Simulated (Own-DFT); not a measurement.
# Computed records: AlGa3N4 (wurtzite random alloy, strained, atoms displaced)

Computed with Own-DFT development build. A calculation, not a measurement: plane-wave PBE density functional theory by an unreviewed code, no spin, of a simulated periodic cell, stress positive in tension, free energy of the whole cell less one offset for each atom, forces on such cells passed a denser k mesh, this cell's mesh not checked; offsets are fitted by least squares, one for each functional and potential file, so energies compare only between cells with the same atoms and settings and are not formation energies; the far tail of each file's local potential was reset to the Coulomb form; each entry is a single point on an unrelaxed cell, so the pressure reflects the starting lattice, mostly measured values, from which strain is counted, and rises with the displacements; printed positions are rounded, which can move forces by about a meV/angstrom; the program is a retired in-house code; no spin-orbit coupling.

Settings shared by all entries: functional PBE; potential files PseudoDojo norm-conserving, scalar-relativistic, standard set; wave cutoff 42 hartree; occupations Fermi-Dirac; smearing width 0.1 eV; k mesh 4 x 4 x 3 centred on Gamma.

(1) AlGa3N4 (wurtzite random alloy, strained, atoms displaced)

```
AlGa3N4
1.0
      9.6043     0.0000     0.0000
     -4.8022     8.3176     0.0000
      0.0000     0.0000    10.2685
Ga N Al Ga N Ga N Ga N Ga Al N Al Ga N Ga Al N Al Ga N Al Ga N Al Ga N Ga N Ga N Ga N Ga N Ga Al N Ga N Ga N Ga Al N
2 2 1 1 2 2 2 2 2 1 1 2 1 1 2 1 1 2 1 1 2 1 1 2 1 1 2 2 2 2 2 2 2 2 2 1 1 2 2 2 2 2 1 1 2
Direct
  0.11274 0.22420 0.99776
  0.21849 0.10273 0.25036
  0.11721 0.22353 0.18568
  0.21995 0.10477 0.43558
  0.12442 0.22746 0.49792
  0.21552 0.10395 0.74497
  0.10666 0.23081 0.68915
  0.22038 0.11735 0.93849
  0.11092 0.55753 0.00093
  0.22488 0.43763 0.24908
  0.10415 0.56307 0.18852
  0.21864 0.45035 0.44072
  0.10900 0.55265 0.50769
  0.21084 0.43484 0.74815
  0.10837 0.55312 0.69672
  0.22550 0.44993 0.93723
  0.10175 0.88770 0.99871
  0.22980 0.79019 0.24488
  0.09577 0.87844 0.19429
  0.21711 0.77193 0.44413
  0.09849 0.88847 0.49838
  0.22962 0.78625 0.74486
  0.11145 0.88328 0.69215
  0.23978 0.78497 0.94187
  0.44762 0.22532 0.00093
  0.55288 0.11416 0.24819
  0.43799 0.21637 0.17516
  0.54859 0.10150 0.44507
  0.44464 0.22387 0.50197
  0.54239 0.10396 0.74557
  0.43487 0.21999 0.68765
  0.54697 0.10740 0.93662
  0.45003 0.55913 0.99901
  0.54868 0.43690 0.24460
  0.44467 0.55054 0.18603
  0.55082 0.44150 0.43501
  0.44374 0.55672 0.49771
  0.55495 0.44874 0.75312
  0.45095 0.56041 0.68622
  0.55755 0.43773 0.94538
  0.44306 0.89540 0.00189
  0.55581 0.78200 0.24977
  0.44778 0.89131 0.18926
  0.55074 0.77307 0.44221
  0.44338 0.88682 0.49958
  0.54682 0.78507 0.74469
  0.44807 0.89832 0.69040
  0.55632 0.77485 0.93477
  0.77840 0.22570 0.99816
  0.89332 0.11497 0.25426
  0.77317 0.21224 0.18217
  0.87787 0.10603 0.43525
  0.77806 0.22173 0.49045
  0.89721 0.10882 0.74526
  0.77415 0.22556 0.67862
  0.88274 0.10847 0.93855
  0.77729 0.55407 0.99655
  0.89308 0.45049 0.25209
  0.77052 0.55027 0.18918
  0.88377 0.43984 0.44803
  0.77919 0.55455 0.50515
  0.88034 0.44985 0.75053
  0.77784 0.55606 0.68215
  0.87946 0.43139 0.94322
  0.77665 0.88933 0.99947
  0.88154 0.78157 0.24266
  0.76725 0.88707 0.19978
  0.88560 0.77952 0.43201
  0.77201 0.87793 0.49986
  0.88538 0.78298 0.75659
  0.76606 0.88768 0.69049
  0.89030 0.78299 0.93908
```

The calculation gives: free energy of cell above offsets 7.195 eV; pressure 3.43 GPa; stress xx -1.94 GPa; stress yy -2.98 GPa; stress zz -5.37 GPa; stress yz 0.31 GPa; stress xz 0.2 GPa; stress xy -0.19 GPa.

Force:
| element | x (eV/Å) | y (eV/Å) | z (eV/Å) |
| --- | --- | --- | --- |
| Ga | -0.849 | 0.404 | -0.214 |
| Ga | -0.122 | 0.394 | -0.996 |
| N | -0.51 | -0.829 | 0.697 |
| N | -0.148 | 0.79 | 1.729 |
| Al | -1.84 | -0.253 | -0.124 |
| Ga | -0.174 | 1.046 | 0.978 |
| N | 2.087 | -2.278 | -2.362 |
| N | 0.641 | -1.115 | -0.494 |
| Ga | 0.182 | 0.025 | -0.382 |
| Ga | -1.154 | 1.477 | -0.048 |
| N | 1.033 | 0.066 | 0.826 |
| N | 2.033 | -1.472 | 0.126 |
| Ga | -0.771 | 0.369 | -0.349 |
| Ga | 0.947 | 2.815 | 1.006 |
| N | -0.364 | 0.888 | -0.197 |
| N | 0.745 | -0.13 | 0.651 |
| Ga | 2.168 | 0.945 | 0.344 |
| Al | -0.524 | -1.851 | 1.092 |
| N | 2.057 | 1.054 | -1.008 |
| N | -1.009 | 1.275 | -1.061 |
| Al | 1.625 | -0.807 | -0.073 |
| Ga | 0.213 | -1.626 | 1.189 |
| N | -2.607 | 0.077 | -1.252 |
| N | -3.585 | -1.335 | -0.956 |
| Ga | -0.456 | -1.365 | -2.339 |
| Al | 0.732 | -0.342 | 0.192 |
| N | 0.715 | -0.704 | 3.996 |
| N | -1.2 | 1.984 | -2.07 |
| Al | 0.334 | -0.411 | -0.437 |
| Ga | 1.307 | 2.977 | 0.65 |
| N | 0.176 | 0.653 | -0.674 |
| N | 0.731 | 0.861 | -0.222 |
| Al | -0.547 | -0.376 | -0.351 |
| Ga | 0.468 | 0.259 | 0.4 |
| N | -0.643 | 0.88 | -0.556 |
| N | -0.442 | -0.445 | 0.96 |
| Al | 0.115 | -0.345 | 0.16 |
| Ga | -0.015 | -0.601 | -0.289 |
| N | -1.141 | -0.439 | -0.605 |
| N | -1.431 | 2.004 | -1.157 |
| Ga | 2.287 | 0.023 | 0.115 |
| Ga | -0.809 | -1.413 | 0.647 |
| N | -1.368 | 0.681 | 0.836 |
| N | -0.028 | -0.61 | -0.211 |
| Ga | -0.515 | -0.615 | -0.109 |
| Ga | 1.21 | -1.263 | 1.076 |
| N | -0.658 | -1.784 | -1.247 |
| N | -0.299 | -0.254 | 0.88 |
| Ga | -0.394 | -2.489 | -0.113 |
| Ga | -0.375 | -0.26 | -1.257 |
| N | -0.901 | 1.517 | 2.166 |
| N | 2.513 | 0.274 | 1.352 |
| Ga | -0.634 | -0.731 | 1.335 |
| Ga | -3.209 | 0.187 | 0.469 |
| N | 0.187 | -0.412 | 1.62 |
| N | 0.919 | 0.341 | -0.265 |
| Ga | 0.356 | -0.099 | 1.059 |
| Al | -0.699 | -0.637 | -0.013 |
| N | 1.036 | 0.189 | 0.042 |
| N | 0.358 | 1.167 | -2.484 |
| Ga | -0.724 | 0.08 | -2.512 |
| Ga | 1.585 | -1.739 | -0.049 |
| N | -1.177 | 1.8 | 2.916 |
| N | 0.187 | 3.269 | -1.304 |
| Ga | -1.08 | 0.272 | 0.582 |
| Ga | -0.287 | -1.775 | 0.883 |
| N | 1.354 | 1.059 | -2.11 |
| N | 0.942 | -0.402 | 1.26 |
| Ga | -0.671 | 1.129 | -0.083 |
| Al | 0.033 | -0.559 | -1.495 |
| N | 2.447 | -0.253 | -0.059 |
| N | -0.364 | -1.209 | -0.709 |

(2) AlGa3N4 (wurtzite random alloy, strained, atoms displaced)

```
AlGa3N4
1.0
      9.6043     0.0000     0.0000
     -4.8022     8.3176     0.0000
      0.0000     0.0000    10.2685
Al N Ga Al N Ga N Ga Al N Al Ga N Ga N Al Ga N Ga N Al Ga N Ga N Ga N Ga N Ga N Al N Ga N Ga N Ga N Ga N
2 2 1 1 2 2 2 1 1 2 1 1 2 2 2 1 1 2 2 2 1 1 2 2 2 2 2 2 2 2 2 2 2 2 2 2 2 2 2 2 2
Direct
  0.10519 0.21658 0.99416
  0.22882 0.11327 0.24284
  0.11248 0.21700 0.19224
  0.22517 0.11127 0.44390
  0.11930 0.22885 0.49838
  0.22725 0.11604 0.74313
  0.10162 0.22550 0.69956
  0.21372 0.11020 0.93785
  0.10252 0.55050 0.00121
  0.21702 0.44156 0.25217
  0.11757 0.56287 0.19168
  0.21629 0.44956 0.43546
  0.10066 0.55167 0.49682
  0.22555 0.44043 0.74719
  0.10833 0.55432 0.69582
  0.22458 0.45988 0.94394
  0.10773 0.88257 0.00254
  0.21851 0.78155 0.25505
  0.10222 0.88675 0.18628
  0.22487 0.77486 0.44161
  0.10666 0.88271 0.49161
  0.21918 0.78578 0.75155
  0.11706 0.89166 0.69485
  0.22656 0.78220 0.94443
  0.44782 0.23009 0.00167
  0.56710 0.11660 0.24331
  0.44127 0.22888 0.18690
  0.55141 0.10996 0.44564
  0.45079 0.22409 0.49096
  0.56804 0.12407 0.75385
  0.44232 0.20630 0.69097
  0.54720 0.11025 0.93921
  0.45615 0.55785 0.00700
  0.55330 0.44953 0.24246
  0.44237 0.55968 0.18576
  0.55661 0.44232 0.44843
  0.44495 0.55493 0.50077
  0.55838 0.45619 0.74767
  0.43898 0.55505 0.68024
  0.54958 0.44238 0.93439
  0.44258 0.89733 0.99563
  0.54703 0.78108 0.25448
  0.44680 0.89467 0.18828
  0.56163 0.79044 0.43752
  0.43823 0.88671 0.50358
  0.55820 0.77481 0.75064
  0.43903 0.89040 0.68859
  0.56174 0.78978 0.94248
  0.77762 0.21394 0.00025
  0.89014 0.10312 0.24706
  0.78796 0.22393 0.19310
  0.89375 0.11906 0.44332
  0.77999 0.22522 0.50026
  0.88869 0.11642 0.75257
  0.78054 0.22592 0.69072
  0.89503 0.11406 0.93869
  0.76804 0.54787 0.99640
  0.89518 0.45072 0.26276
  0.77401 0.55533 0.19239
  0.88785 0.43971 0.43721
  0.78179 0.55224 0.49659
  0.89808 0.45101 0.75152
  0.77807 0.56781 0.68987
  0.89265 0.43492 0.93544
  0.77771 0.89390 0.99992
  0.89726 0.78851 0.24518
  0.77880 0.87911 0.18868
  0.90170 0.78634 0.44925
  0.77543 0.88910 0.50233
  0.88618 0.77325 0.74581
  0.77525 0.88506 0.69978
  0.87747 0.76995 0.93469
```

It finds free energy of cell above offsets 7.001 eV; pressure 3.48 GPa; stress xx -4.39 GPa; stress yy -1.37 GPa; stress zz -4.7 GPa; stress yz 0.07 GPa; stress xz 0.01 GPa; stress xy -0.95 GPa.

Force:
| element | x (eV/Å) | y (eV/Å) | z (eV/Å) |
| --- | --- | --- | --- |
| Al | 1.018 | 1.73 | 0.754 |
| Al | -1.079 | -0.339 | 0.937 |
| N | 0.315 | 0.1 | -1.168 |
| N | -0.124 | 0.092 | -1.796 |
| Ga | -0.637 | -0.647 | 0.515 |
| Al | -0.505 | -0.84 | 1.031 |
| N | 1.986 | -0.216 | -0.937 |
| N | 1.166 | -0.067 | 0.281 |
| Ga | 0.875 | 1.47 | 0.305 |
| Ga | 0.319 | 0.007 | -1.354 |
| N | -0.907 | -0.55 | 0.287 |
| N | 1.279 | -0.152 | 1.038 |
| Ga | 1.373 | 0.871 | 1.771 |
| Al | -1.489 | 1.231 | 1.39 |
| N | 1.681 | 0.505 | -1.372 |
| N | 2.576 | -2.089 | -1.022 |
| Al | -0.533 | 0.515 | -1.561 |
| Ga | 0.894 | 0.125 | -1.003 |
| N | 2.306 | 1.851 | -0.215 |
| N | -1.132 | -0.271 | -0.421 |
| Ga | 2.464 | 2.094 | 2.441 |
| Ga | 1.64 | -1.033 | 0.586 |
| N | -2.021 | 1.079 | -1.232 |
| N | -1.937 | -0.464 | -0.063 |
| Al | -1.006 | -1.361 | -1.045 |
| Ga | -1.005 | -0.153 | 1.257 |
| N | 0.879 | -0.724 | -0.451 |
| N | 2.244 | 0.434 | -1.474 |
| Ga | -0.849 | -0.753 | 1.857 |
| Ga | -0.506 | -1.787 | -0.647 |
| N | -1.709 | 2.511 | -0.516 |
| N | 0.391 | 1.991 | 0.969 |
| Al | -2.507 | 0.88 | -1.539 |
| Ga | 0.12 | 0.137 | 1.605 |
| N | 0.096 | -0.119 | 0.718 |
| N | -0.221 | 1.152 | -1.76 |
| Ga | -0.374 | 0.644 | -1.654 |
| Ga | 0.215 | -1.794 | -0.801 |
| N | -0.255 | -0.396 | 2.04 |
| N | -0.371 | -0.134 | 1.106 |
| Ga | 0.766 | -1.389 | 0.634 |
| Ga | 1.152 | -0.146 | -1.088 |
| N | -0.745 | 0.137 | 0.086 |
| N | -0.157 | -1.496 | 0.724 |
| Ga | 0.668 | 0.766 | 0.33 |
| Ga | -1.787 | 0.62 | 0.378 |
| N | 1.315 | -0.024 | 0.948 |
| N | -0.321 | -1.891 | -0.02 |
| Ga | -0.601 | 0.66 | 0.17 |
| Ga | 0.098 | 0.257 | 0.965 |
| N | -0.347 | 0.383 | -0.499 |
| N | -0.525 | -0.406 | -0.1 |
| Al | -0.25 | -1.253 | 0.378 |
| Al | -0.16 | -0.974 | -0.296 |
| N | 0.973 | 0.062 | -0.913 |
| N | -0.457 | -0.203 | -0.414 |
| Ga | 1.415 | 0.582 | 0.353 |
| Ga | -0.2 | -0.215 | -3.841 |
| N | 0.917 | 0.113 | -0.249 |
| N | -0.732 | -0.68 | 2.265 |
| Ga | -1.038 | 1.01 | 0.765 |
| Ga | -1.352 | -0.579 | -0.285 |
| N | 1.008 | -2.904 | -0.946 |
| N | -2.117 | 0.189 | 0.982 |
| Ga | 0.761 | -0.677 | -0.322 |
| Ga | -0.955 | -2.248 | 1.577 |
| N | -1.925 | 1.137 | 0.118 |
| N | -3.014 | -2.157 | -2.036 |
| Ga | 0.733 | 0.866 | 0.633 |
| Ga | 0.755 | 2.436 | 0.9 |
| N | 0.012 | 1.934 | -1.322 |
| N | 1.446 | 0.562 | 1.269 |

(3) AlGa3N4 (wurtzite random alloy, strained, atoms displaced)

```
AlGa3N4
1.0
      9.6043     0.0000     0.0000
     -4.8022     8.3176     0.0000
      0.0000     0.0000    10.2685
Ga Al N Al N Ga N Ga Al N Ga Al N Al Ga N Ga Al N Ga N Ga N Ga N Ga N Ga N Al Ga N Ga N Ga N Al Ga N Ga N Ga N
1 1 2 2 2 2 2 1 1 2 1 1 2 1 1 2 1 1 2 2 2 2 2 2 2 2 2 2 2 1 1 2 2 2 2 2 1 1 2 2 2 2 2
Direct
  0.11440 0.21893 0.00987
  0.23942 0.11621 0.25945
  0.10478 0.21845 0.18305
  0.21595 0.11507 0.43793
  0.11595 0.22457 0.49890
  0.22860 0.11260 0.74247
  0.11152 0.21825 0.69160
  0.21988 0.11940 0.93502
  0.11810 0.54824 0.99987
  0.22126 0.44527 0.25349
  0.11787 0.55694 0.19254
  0.22121 0.43942 0.43750
  0.10622 0.56421 0.50160
  0.21455 0.44692 0.75010
  0.11730 0.56382 0.69794
  0.21173 0.43991 0.93426
  0.11008 0.88196 0.00340
  0.21989 0.78513 0.25363
  0.10889 0.88464 0.19145
  0.22726 0.78032 0.44295
  0.12383 0.89394 0.50130
  0.21518 0.77430 0.75047
  0.09899 0.88342 0.69229
  0.21985 0.78630 0.93844
  0.43290 0.21158 0.99431
  0.54699 0.10272 0.25370
  0.43836 0.22104 0.18824
  0.55174 0.10741 0.44481
  0.43621 0.20978 0.49527
  0.55209 0.10439 0.74939
  0.44972 0.22375 0.68615
  0.55230 0.10373 0.93689
  0.43999 0.55244 0.00153
  0.56251 0.44748 0.24793
  0.45153 0.56029 0.19804
  0.55297 0.44895 0.43533
  0.44608 0.56169 0.50022
  0.54960 0.43296 0.74583
  0.44835 0.55496 0.68904
  0.56339 0.44651 0.92836
  0.43640 0.88107 0.00689
  0.55833 0.78558 0.24678
  0.45777 0.89991 0.19182
  0.55384 0.77604 0.43261
  0.44541 0.89196 0.49340
  0.54454 0.76711 0.76454
  0.44221 0.88554 0.68504
  0.54893 0.77941 0.93836
  0.76995 0.22124 0.98661
  0.88341 0.10623 0.24945
  0.77275 0.21838 0.19785
  0.89091 0.10994 0.44234
  0.77316 0.22426 0.49455
  0.88285 0.10658 0.74652
  0.77480 0.21551 0.68863
  0.88571 0.10628 0.93992
  0.78127 0.55080 0.99715
  0.88303 0.42286 0.25219
  0.78148 0.56189 0.18318
  0.89064 0.43854 0.44435
  0.76909 0.55304 0.49234
  0.88085 0.43395 0.74747
  0.78297 0.55065 0.68623
  0.89446 0.44531 0.93331
  0.78102 0.88677 0.99642
  0.88933 0.78010 0.25051
  0.77257 0.89786 0.19060
  0.90041 0.78556 0.43793
  0.77772 0.89249 0.50115
  0.88020 0.76747 0.75237
  0.76575 0.87318 0.68663
  0.88898 0.77714 0.94021
```

The calculation gives: free energy of cell above offsets 7.109 eV; pressure 3.51 GPa; stress xx -1.53 GPa; stress yy -2.58 GPa; stress zz -6.43 GPa; stress yz -0.94 GPa; stress xz 0.22 GPa; stress xy 0.67 GPa.

Force:
| element | x (eV/Å) | y (eV/Å) | z (eV/Å) |
| --- | --- | --- | --- |
| Ga | -1.389 | 0.109 | -2.931 |
| Al | -3.091 | -0.865 | -1.81 |
| N | 1.393 | 0.048 | 3.654 |
| N | 1.151 | -1.241 | 0.305 |
| Al | -1.532 | 0.151 | 0.885 |
| Al | -1.324 | -0.5 | 0.992 |
| N | 0.26 | 1.01 | -1.034 |
| N | 0.963 | -1.655 | -1.023 |
| Ga | -2.3 | 1.386 | 0.691 |
| Ga | 0.827 | -0.445 | -0.486 |
| N | -1.109 | 1.065 | -0.014 |
| N | -0.63 | 0.221 | 1.378 |
| Ga | 1.6 | -1.196 | 0.645 |
| Al | 1.59 | -0.942 | -0.606 |
| N | -0.228 | -2.194 | -1.419 |
| N | 2.266 | -0.284 | -0.335 |
| Ga | -1.398 | 1.447 | -0.336 |
| Al | 1.084 | -1.405 | -0.379 |
| N | 0.974 | 1.639 | 0.701 |
| N | -1.455 | 0.73 | -1.469 |
| Al | -2.065 | -0.681 | 0.492 |
| Ga | 0.218 | 1.803 | 0.05 |
| N | 1.501 | 1.727 | -1.288 |
| N | 1.569 | -1.577 | 0.414 |
| Ga | 0.908 | 1.199 | 0.175 |
| Al | 0.553 | 2.159 | -0.359 |
| N | 1.669 | -0.406 | 0.464 |
| N | -0.185 | 0.639 | -2.257 |
| Ga | -0.159 | 2.251 | 0.703 |
| Ga | 0.117 | -0.358 | -0.417 |
| N | -0.958 | -2.09 | -0.393 |
| N | -0.108 | 0.6 | 0.686 |
| Ga | 0.636 | -0.242 | 0.007 |
| Ga | -0.338 | 0.063 | -0.272 |
| N | -0.759 | -0.46 | -1.675 |
| N | 1.259 | -0.903 | 0.674 |
| Ga | -0.341 | -0.428 | -0.01 |
| Ga | 0.364 | 2.064 | -0.436 |
| N | -1.562 | -0.986 | 0.422 |
| N | -0.97 | -0.667 | 1.95 |
| Ga | -0.008 | 0.898 | -0.895 |
| Ga | 0.468 | -1.198 | 0.518 |
| N | -2.757 | -1.105 | 0.384 |
| N | -0.042 | 0.863 | 0.719 |
| Ga | 1.413 | -1.453 | 1.583 |
| Ga | 0.28 | 0.697 | -3.723 |
| N | -0.271 | -0.231 | 0.405 |
| N | 0.649 | -0.641 | 2.728 |
| Al | 1.305 | -0.273 | 1.282 |
| Ga | 0.63 | 1.185 | 0.559 |
| N | -1.385 | -1.849 | -2.059 |
| N | 0.114 | 1.037 | -0.1 |
| Ga | 1.398 | -1.15 | 1.164 |
| Ga | 1.251 | -0.891 | 0.371 |
| N | -0.446 | 0.136 | -0.435 |
| N | -0.862 | 1.022 | -0.064 |
| Ga | -0.354 | 0.351 | -0.259 |
| Ga | -0.076 | 3.608 | -0.024 |
| N | 0.675 | -1.03 | 0.994 |
| N | -1.868 | 1.474 | -0.739 |
| Al | 1.105 | 0.838 | 0.94 |
| Ga | 0.685 | 0.924 | -0.307 |
| N | -1.218 | -0.299 | -1.318 |
| N | -0.14 | -1.243 | 1.22 |
| Ga | -0.919 | 0.31 | 0.635 |
| Ga | -0.67 | 0.176 | 0.001 |
| N | 1.74 | -1.679 | -1.09 |
| N | 0.142 | -1.161 | 0.766 |
| Ga | 0.293 | -0.912 | -0.224 |
| Ga | -0.213 | 0.358 | -0.629 |
| N | -0.186 | 0.864 | 1.041 |
| N | 0.266 | -0.413 | 0.217 |
